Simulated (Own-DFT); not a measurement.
# What a defect does to the pressure of its cell: C40 NbSi2

Source: density functional calculations with Own-DFT, an unreviewed in-house program that is no longer used. Nothing was measured or relaxed, and spin and spin-orbit coupling are left out.

Settings: PBE; PseudoDojo norm-conserving scalar-relativistic files; cutoff 42 hartree; 4 x 4 x 5 k mesh centred on Gamma; cold (Marzari-Vanderbilt) smearing of 0.2 eV.

Limits: forces on such cells failed a check on a denser k mesh; stress not checked against mesh or cutoff.

All runs share one cell, with vectors in Å (0.000, 8.324, 0.000); (-9.613, 0.000, 0.000); (0.000, 0.000, 6.586) and a volume of 527.0 Å³. Atoms were moved at random from their sites; u is the rms move along one axis. The defect's site can differ from row to row.

| cell | formula | u (Å) | P (GPa) |
|---|---|---|---|
| no defect | Nb12Si24 | 0.0192 | 1.49 |
| no defect | Nb12Si24 | 0.0206 | 1.46 |
| no defect | Nb12Si24 | 0.0512 | 2.66 |
| two Si on a Nb site each | Nb10Si26 | 0.0289 | 1.52 |
| two Si on a Nb site each | Nb10Si26 | 0.0304 | 1.59 |
| two Si on a Nb site each | Nb10Si26 | 0.0487 | 2.45 |
| two Nb on a Si site each | Nb14Si22 | 0.0277 | 7.39 |
| two Nb on a Si site each | Nb14Si22 | 0.0327 | 7.38 |
| two Nb on a Si site each | Nb14Si22 | 0.0495 | 8.41 |
| two Nb vacancies | Nb10Si24 | 0.0276 | -0.38 |
| two Nb vacancies | Nb10Si24 | 0.0299 | 0.15 |
| two Nb vacancies | Nb10Si24 | 0.0453 | 0.38 |
| two Nb vacancies | Nb10Si24 | 0.0503 | ? |
| one Si vacancy | Nb12Si23 | 0.0288 | 1.11 |
| one Si vacancy | Nb12Si23 | 0.0487 | 1.69 |
| one Si vacancy | Nb12Si23 | 0.0537 | 1.93 |

## Worked fit

P = P0 + c u² + a shift for each defect gives P0 = 1.28 GPa, c = 519 ± 50 GPa/Å² and a scatter of 0.16 GPa. The shifts, and each times the cell's volume:

- two Nb on a Si site each: 5.71 ± 0.13 GPa, 18.8 eV (9.4 eV for each of its 2 sites)
- two Si on a Nb site each: -0.14 ± 0.13 GPa, -0.5 eV (-0.2 eV for each of its 2 sites) (not resolved)
- one Si vacancy: -0.76 ± 0.13 GPa, -2.5 eV
- two Nb vacancies: -1.87 ± 0.13 GPa, -6.2 eV (-3.1 eV for each of its 2 sites)

Against the defect-free cell, a freed cell would be larger where the shift is positive and smaller where it is negative (160.2 GPa Å³ is 1 eV). The atoms around the defects weren't relaxed, which would change these numbers.

## Check

The question: what pressure belongs in the blank (two Nb vacancies, u = 0.0503 Å)?

From the fit: 0.72 ± 0.19 GPa. The calculation gave 0.32 GPa.
